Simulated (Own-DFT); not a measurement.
# Point defects and the pressure they add: C11b WSi2

Everything here is calculated. The program is Own-DFT (plane waves, in-house, since retired, never reviewed by a person); positions were held fixed, and spin and spin-orbit coupling were off.

Method: PBE; PseudoDojo norm-conserving scalar-relativistic files; cutoff 50 hartree; 5 x 5 x 5 k mesh centred on Gamma; cold (Marzari-Vanderbilt) smearing of 0.2 eV.

Keep in mind: forces on such cells failed a check on a denser k mesh; stress not checked against mesh or cutoff.

All runs share one cell, with vectors in Å (-2.148, -5.953, 3.409); (-6.444, 2.976, 1.136); (-2.553, -2.948, -6.757) and a volume of 403.2 Å³. Atoms were moved at random from their sites; u is the rms move along one axis. The defect's site can differ from row to row.

| cell | formula | u (Å) | P (GPa) |
|---|---|---|---|
| no defect | Si20W10 | 0.0174 | 4.25 |
| no defect | Si20W10 | 0.0192 | 4.39 |
| no defect | Si20W10 | 0.0498 | 6.59 |
| one W vacancy | Si20W9 | 0.0277 | 3.15 |
| one W vacancy | Si20W9 | 0.0507 | 5.30 |
| one W vacancy | Si20W9 | 0.0570 | 5.06 |
| one Si on a W site | Si21W9 | 0.0285 | 6.04 |
| one Si on a W site | Si21W9 | 0.0551 | 7.71 |
| one Si on a W site | Si21W9 | 0.0560 | 8.76 |
| one W on a Si site | Si19W11 | 0.0283 | 9.71 |
| one W on a Si site | Si19W11 | 0.0284 | 9.98 |
| one W on a Si site | Si19W11 | 0.0536 | 11.19 |
| one Si vacancy | Si19W10 | 0.0314 | 3.10 |
| one Si vacancy | Si19W10 | 0.0329 | ? |
| one Si vacancy | Si19W10 | 0.0455 | 4.39 |
| one Si vacancy | Si19W10 | 0.0559 | 5.26 |

## Analysis

P = P0 + c u² + a shift for each defect gives P0 = 4.12 GPa, c = 910 ± 94 GPa/Å² and a scatter of 0.36 GPa. The shifts, and each times the cell's volume:

- one W on a Si site: 4.81 ± 0.30 GPa, 12.1 eV
- one Si on a W site: 1.26 ± 0.32 GPa, 3.2 eV
- one W vacancy: -1.62 ± 0.32 GPa, -4.1 eV
- one Si vacancy: -1.75 ± 0.31 GPa, -4.4 eV

Positive is outwards. The product with the volume (160.2 GPa Å³ to the eV) is nearly free of the cell's size; divided by the bulk modulus at the cell's pressure it gives the volume that the defect adds. The atoms around the defects weren't relaxed, which would change these numbers.

## Prediction

Question: what pressure belongs in the blank (one Si vacancy, u = 0.0329 Å)?

The fit gives 3.36 ± 0.43 GPa. DFT gave 3.65 GPa.
